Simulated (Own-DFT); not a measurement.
# Strain and stress in 2H SiC, 32 atoms (C16Si16)

All numbers below are calculated, not measured. They come from Own-DFT, an in-house plane-wave density functional program, since retired, whose code no person has reviewed. Each row is one single-point run on a periodic cell that was not relaxed, without spin or spin-orbit coupling.

Settings of every run: PBE; PseudoDojo norm-conserving scalar-relativistic files; cutoff 42 hartree; 5 x 5 x 3 k mesh centred on Gamma; Fermi-Dirac smearing of 0.1 eV.

Known limits: forces on such cells passed a denser k mesh, each cell not checked; stress not checked against mesh or cutoff.

Unstrained cell vectors in Å: (6.165, 0.000, 0.000); (-3.083, 5.339, 0.000); (0.000, 0.000, 10.068). The unstrained cell has measured lattice constants (interpolated for alloys), not those of this functional. That, the random moves and any unrelaxed bonds set the pressure at no strain. Each run strains this cell uniformly, with the atoms carried along. Every atom was also moved at random, by a Gaussian of width 0.05 Å on each axis. Strain is the symmetric tensor, in per cent. Stress is positive in tension, and the pressure is minus a third of its trace.

| run | e_xx (%) | e_yy (%) | e_zz (%) | e_yz (%) | e_xz (%) | e_xy (%) | s_xx (GPa) | s_yy (GPa) | s_zz (GPa) | s_yz (GPa) | s_xz (GPa) | s_xy (GPa) | P (GPa) | E (meV/atom) |
|---|---|---|---|---|---|---|---|---|---|---|---|---|---|---|
| 1 | -0.32 | -2.00 | 0.29 | 0.69 | 0.90 | 0.18 | -6.88 | -15.06 | -6.09 | 0.91 | 2.72 | 1.95 | 9.34 | 0.0 |
| 2 | 0.92 | 1.63 | 1.96 | 0.85 | 0.41 | 0.93 | 2.28 | 5.63 | 4.57 | 2.64 | 1.20 | 4.88 | -4.16 | 6.7 |
| 3 | 0.53 | 0.32 | 0.03 | -0.84 | 1.93 | 0.33 | -2.05 | -0.77 | -6.20 | -3.08 | 6.16 | 3.25 | 3.00 | 6.6 |
| 4 | -1.46 | 0.77 | 1.02 | -0.75 | -0.75 | 0.81 | -10.83 | 0.65 | -1.58 | -1.61 | -2.36 | 3.30 | 3.92 | 1.1 |
| 5 | 0.10 | -1.13 | 1.26 | -0.99 | -0.36 | 1.24 | -3.64 | -13.94 | 1.26 | -5.11 | -0.86 | 3.24 | 5.44 | 25.2 |
| 6 | -0.65 | -0.80 | 0.48 | 1.95 | 0.96 | 1.46 | -8.45 | -9.25 | -5.85 | 7.24 | 2.41 | 7.13 | 7.85 | 39.1 |
| 7 | 1.30 | 0.97 | -0.86 | -1.18 | -1.84 | -1.81 | 0.01 | 3.95 | -11.73 | -4.10 | -7.09 | -7.43 | 2.59 | 30.7 |
| 8 | 0.37 | 0.39 | -1.71 | 0.85 | 0.34 | 1.17 | -3.26 | -3.07 | -16.55 | 2.67 | 1.73 | 5.52 | 7.63 | 26.3 |
| 9 | -1.56 | -1.57 | 0.88 | 1.10 | -1.92 | 0.13 | -14.77 | -14.68 | -3.73 | 3.46 | -7.01 | 1.10 | 11.06 | 34.4 |
| 10 | 1.89 | 1.29 | 0.21 | 1.81 | -0.99 | 0.18 | 6.71 | 5.82 | -5.91 | 5.38 | -2.88 | -0.01 | -2.21 | 3.8 |
| 11 | -1.13 | 1.39 | 2.00 | -1.75 | -0.53 | 1.68 | -7.28 | 2.55 | 3.16 | -5.76 | -2.18 | 7.34 | 0.52 | 16.0 |
| 12 | -0.24 | -1.81 | 1.03 | 0.75 | 1.09 | -1.56 | -7.59 | -14.57 | -3.49 | 2.11 | 3.55 | -9.17 | 8.55 | 52.4 |
| 13 | -0.64 | -0.90 | -0.06 | 0.92 | 0.69 | 1.58 | -8.28 | -8.81 | -11.63 | 4.03 | 3.27 | 5.40 | 9.58 | 42.3 |
| 14 | 0.13 | -0.87 | 0.37 | -1.54 | -0.72 | 0.04 | -6.56 | -7.99 | -3.38 | -5.07 | -2.74 | -0.64 | 5.98 | 3.9 |
| 15 | -1.57 | -1.64 | 1.50 | 1.26 | -0.78 | 1.54 | -15.55 | -13.77 | 1.41 | 2.33 | -2.45 | 9.19 | 9.30 | 13.1 |
| 16 | -0.34 | -0.66 | -1.88 | 1.19 | 0.06 | -1.39 | -8.75 | -6.49 | -22.33 | 2.92 | 0.42 | -7.66 | 12.52 | 47.5 |
| 17 | -1.90 | 1.42 | -1.84 | 1.12 | -0.28 | 1.54 | -16.81 | -1.67 | -16.85 | 3.88 | -2.33 | 7.61 | 11.78 | 59.2 |
| 18 | 1.96 | -0.76 | -0.46 | 0.70 | 1.79 | -0.61 | ? | ? | ? | ? | ? | ? | ? | ? |

E is the free energy for each atom above the lowest run shown.

## Worked fit

Each stress component was fitted by least squares to a constant and the strains of the runs shown, as fractions, with shears doubled. Shear strains stay in the fit of a normal stress only where such slopes are resolved. The slopes, in GPa:

| stress | at no strain | per e_xx | per e_yy | per e_zz | scatter |
|---|---|---|---|---|---|
| s_xx | -5.2 | 540 ± 30 | 82 ± 25 | 86 ± 25 | 1.22 |
| s_yy | -4.1 | 131 ± 42 | 543 ± 36 | 15 ± 36 | 1.73 |
| s_zz | -7.7 | 31 ± 43 | 42 ± 36 | 601 ± 36 | 1.74 |

Each shear stress against twice its own strain: yz 166 ± 10, xz 167 ± 8, xy 231 ± 23 GPa. These are stiffnesses along x, y and z of the frame in which the cell vectors are given, which need not be the crystal's axes. The atoms are held to the strained lattice; where symmetry lets them move under strain, relaxing them would lower some slopes. The table should be nearly symmetric about its diagonal, and what it lacks of that shows the noise. A ninth of its sum, 230 ± 6 GPa, estimates the bulk modulus near the mean pressure of these runs, 6.0 GPa, so it lies above the value at zero pressure.

## Withheld run

Question: what normal stresses and pressure should run 18 give?

The fit gives s_xx = 4.3, s_yy = -5.7, s_zz = -10.1 and P = 3.8 GPa. The calculation gave 5.42, -7.06, -10.56 and P = 4.07 GPa.
